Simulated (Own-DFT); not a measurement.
Simulation results for Al31GaO48 (corundum with substituted atoms, atoms displaced)

Computed with Own-DFT development build. A calculation, not a measurement: plane-wave PBE density functional theory by an unreviewed code, no spin, of a simulated periodic cell, stress positive in tension, free energy of the whole cell less one offset for each atom, defect cell not probed for a lower state with spin; oxygen file: force components 24 meV/angstrom off all-electron in one glass; forces on such cells passed a denser k mesh, this cell's mesh not checked; offsets are fitted by least squares, one for each functional and potential file, so energies compare only between cells with the same atoms and settings and are not formation energies; the far tail of each file's local potential was reset to the Coulomb form; each entry is a single point on an unrelaxed cell, so the pressure reflects the starting lattice, mostly measured values, from which strain is counted, and rises with the displacements; printed positions are rounded, which can move forces by about a meV/angstrom; the program is a retired in-house code; no spin-orbit coupling; before rounding, a Quantum ESPRESSO 7.3.1 run of the same cell and cutoff gave forces within 1 meV/angstrom rms on each cell, which checks the program and not the settings.

```cif
# cell vector a (Å): 5.4940 0.0000 8.6604
# cell vector b (Å): -2.7470 4.7579 8.6604
# cell vector c (Å): -2.7470 -4.7579 8.6604
data_Al31GaO48
_symmetry_space_group_name_H-M 'P 1'
_symmetry_Int_Tables_number 1
_cell_length_a 10.2561
_cell_length_b 10.2560
_cell_length_c 10.2560
_cell_angle_alpha 55.280
_cell_angle_beta 55.280
_cell_angle_gamma 55.280
_cell_volume 679.15
loop_
_atom_site_label
_atom_site_type_symbol
_atom_site_fract_x
_atom_site_fract_y
_atom_site_fract_z
_atom_site_occupancy
Al1 Al 0.16457 0.17627 0.18411 1
Al2 Al 0.32422 0.32655 0.32022 1
Al3 Al 0.43193 0.42152 0.42883 1
Al4 Al 0.07469 0.07289 0.06866 1
O1 O 0.27265 0.47519 0.12625 1
O2 O 0.46613 0.12617 0.28334 1
O3 O 0.12494 0.28251 0.46453 1
O4 O 0.21690 0.03062 0.37541 1
O5 O 0.02354 0.37829 0.22631 1
O6 O 0.37259 0.22447 0.02745 1
Al5 Al 0.17076 0.17841 0.67920 1
Al6 Al 0.32649 0.32623 0.82836 1
Al7 Al 0.42925 0.42704 0.92972 1
Al8 Al 0.07613 0.08417 0.57100 1
O7 O 0.27731 0.48203 0.62301 1
O8 O 0.47125 0.13029 0.77406 1
O9 O 0.13018 0.27909 0.96980 1
O10 O 0.22527 0.02986 0.87605 1
O11 O 0.03017 0.37902 0.71965 1
O12 O 0.37234 0.22144 0.52764 1
Al9 Al 0.17456 0.67916 0.17688 1
Al10 Al 0.32660 0.82151 0.32098 1
Al11 Al 0.42736 0.92755 0.42054 1
Al12 Al 0.07460 0.57103 0.07726 1
O13 O 0.27875 0.97422 0.12744 1
O14 O 0.47243 0.62266 0.27272 1
O15 O 0.13181 0.77565 0.47394 1
O16 O 0.21906 0.52984 0.37606 1
O17 O 0.02471 0.87277 0.22679 1
O18 O 0.37213 0.72404 0.02811 1
Al13 Al 0.17567 0.67693 0.67646 1
Al14 Al 0.33033 0.82381 0.82156 1
Al15 Al 0.42878 0.92873 0.92358 1
Al16 Al 0.07450 0.56944 0.57932 1
O19 O 0.27341 0.97275 0.62459 1
O20 O 0.47138 0.61889 0.78138 1
O21 O 0.12744 0.78605 0.96567 1
O22 O 0.22703 0.52609 0.87477 1
O23 O 0.02865 0.87663 0.72173 1
O24 O 0.38103 0.71389 0.52877 1
Al17 Al 0.67915 0.16901 0.18055 1
Al18 Al 0.82226 0.31901 0.32830 1
Al19 Al 0.92151 0.43042 0.43325 1
Al20 Al 0.57551 0.07547 0.06931 1
O25 O 0.77704 0.46546 0.13037 1
O26 O 0.97015 0.12761 0.27366 1
O27 O 0.62936 0.28012 0.46572 1
O28 O 0.72999 0.03165 0.36625 1
O29 O 0.52853 0.37290 0.22224 1
O30 O 0.87547 0.21950 0.03013 1
Al21 Al 0.68620 0.17915 0.67042 1
Al22 Al 0.83236 0.32172 0.82247 1
Al23 Al 0.92610 0.42899 0.92554 1
Al24 Al 0.56859 0.07138 0.57873 1
O31 O 0.78023 0.47018 0.62409 1
O32 O 0.97610 0.12607 0.76930 1
O33 O 0.61955 0.27089 0.97572 1
O34 O 0.72241 0.02994 0.87615 1
O35 O 0.52770 0.38034 0.71967 1
O36 O 0.87737 0.22134 0.52460 1
Al25 Al 0.67552 0.67737 0.17896 1
Al26 Al 0.82430 0.82938 0.32382 1
Al27 Al 0.92271 0.92735 0.42356 1
Al28 Al 0.57814 0.57059 0.07205 1
O37 O 0.77178 0.97349 0.13096 1
O38 O 0.96741 0.62648 0.28067 1
O39 O 0.62780 0.77495 0.46820 1
O40 O 0.72483 0.52983 0.37270 1
O41 O 0.52689 0.87475 0.21744 1
O42 O 0.87542 0.71601 0.03353 1
Al29 Al 0.67488 0.67684 0.66921 1
Ga1 Ga 0.82290 0.82394 0.82594 1
Al30 Al 0.92735 0.92224 0.92216 1
Al31 Al 0.57721 0.56654 0.57380 1
O43 O 0.78229 0.97462 0.62684 1
O44 O 0.97307 0.62425 0.78432 1
O45 O 0.62004 0.78297 0.97265 1
O46 O 0.72252 0.52620 0.87865 1
O47 O 0.53017 0.87740 0.72586 1
O48 O 0.87770 0.72641 0.52098 1
_calc_functional 'PBE'
_calc_potential_files 'PseudoDojo norm-conserving, scalar-relativistic, standard set'
_calc_wave_cutoff 72  # hartree
_calc_occupations 'Fermi-Dirac'
_calc_smearing_width 0.1  # eV
_calc_k_mesh '3 x 3 x 3 centred on Gamma'
_calc_stress_zz ?
```

**Q.** Estimate the stress zz of Al31GaO48 (corundum with substituted atoms, atoms displaced).
**A.** -8.13 GPa

**Q.** Give the table of force values for Al31GaO48 (corundum with substituted atoms, atoms displaced).
**A.** 
Force:
| element | x (eV/Å) | y (eV/Å) | z (eV/Å) |
| --- | --- | --- | --- |
| Al | 1.17 | 0.877 | 0.417 |
| Al | -0.305 | -0.085 | 0.401 |
| Al | -1.036 | 0.832 | -0.499 |
| Al | -0.161 | -0.634 | 1.352 |
| O | 0.407 | 0.063 | 0.374 |
| O | 0.717 | 0.044 | -0.089 |
| O | -0.389 | -0.634 | 0.695 |
| O | 0.376 | -0.475 | 0.466 |
| O | 0.509 | -0.278 | -0.585 |
| O | 0.123 | -0.561 | 0.3 |
| Al | 1.435 | 0.131 | 0.211 |
| Al | 0.056 | 0.241 | -0.463 |
| Al | -0.695 | -0.381 | -1.319 |
| Al | 0.912 | -0.596 | -1.718 |
| O | 0.909 | -1.241 | -0.863 |
| O | 0.342 | -0.066 | 0.087 |
| O | -0.941 | 0.006 | -0.903 |
| O | 0.108 | 0.696 | -0.911 |
| O | -0.314 | -1.061 | -0.75 |
| O | 0.11 | -0.222 | 0.54 |
| Al | 0.135 | -0.268 | -0.399 |
| Al | -0.286 | -0.306 | 0.155 |
| Al | -0.488 | -0.677 | -0.469 |
| Al | 0.143 | 0.093 | -0.071 |
| O | 0.166 | 0.314 | -1.073 |
| O | -0.136 | -0.123 | 0.712 |
| O | -1.292 | 0.527 | -1.171 |
| O | 0.225 | -0.264 | 0.016 |
| O | 0.623 | 1.117 | 0.382 |
| O | 0.654 | 0.056 | 0.208 |
| Al | 0.364 | 0.245 | 0.564 |
| Al | -0.774 | -0.206 | -0.663 |
| Al | -1.065 | -0.398 | 0.61 |
| Al | 0.573 | 1.92 | 0.864 |
| O | 0.86 | -0.221 | 0.948 |
| O | 0.306 | 1.472 | 1.484 |
| O | -0.478 | -0.743 | -0.254 |
| O | -0.886 | 0.267 | 0.248 |
| O | 0.501 | 0.351 | 0.794 |
| O | -0.317 | 0.994 | 0.307 |
| Al | -0.886 | 1.481 | -0.682 |
| Al | 0.613 | 1.423 | 0.772 |
| Al | 1.529 | 1.348 | -1.382 |
| Al | -1.046 | -0.473 | -0.189 |
| O | 0.138 | 0.917 | -0.05 |
| O | -0.053 | -0.512 | -0.113 |
| O | -0.593 | -1.171 | -0.201 |
| O | -1.483 | -1.624 | 0.504 |
| O | 0.2 | -0.041 | -0.299 |
| O | 0.336 | 0.733 | -0.546 |
| Al | -1.354 | -0.833 | -0.968 |
| Al | -1.409 | -0.486 | -0.633 |
| Al | 0.076 | -0.968 | 0.842 |
| Al | 0.307 | 1.199 | 1.124 |
| O | -0.778 | -0.748 | 0.906 |
| O | -1.266 | -0.291 | 1.028 |
| O | 1.195 | 0.893 | 1.838 |
| O | -0.142 | 0.581 | 0.485 |
| O | 1.066 | -1.134 | -0.608 |
| O | -0.063 | 0.129 | 0.691 |
| Al | 0.35 | -0.363 | -0.811 |
| Al | 0.642 | -0.443 | -1.289 |
| Al | 0.793 | -0.453 | 1.719 |
| Al | -1.18 | -0.326 | 0.445 |
| O | 1.022 | 0.392 | -0.502 |
| O | 0.174 | 0.535 | 0.488 |
| O | -0.518 | -0.048 | 0.789 |
| O | -0.439 | -0.609 | -0.116 |
| O | -0.332 | 0.094 | 0.889 |
| O | -0.082 | 0.126 | 0.894 |
| Al | 0.049 | -0.506 | 0.752 |
| Ga | -0.056 | -0.086 | -0.516 |
| Al | -0.05 | -0.26 | 0.721 |
| Al | -0.781 | 1.044 | 0.027 |
| O | -0.009 | 1.991 | -1.816 |
| O | 1.279 | -0.391 | -1.383 |
| O | -0.112 | -1.116 | -0.326 |
| O | 0.69 | 0.94 | -0.895 |
| O | 0.824 | -0.377 | -1.627 |
| O | -0.815 | -1.376 | 0.102 |

Further results for Al31GaO48 (corundum with substituted atoms, atoms displaced):

```
free energy of cell above offsets : -56.373 eV
pressure                          : 8.95 GPa
stress xx                         : -9.49 GPa
stress yy                         : -9.22 GPa
stress yz                         : -0.31 GPa
stress xz                         : -0.08 GPa
stress xy                         : -0.2 GPa
```
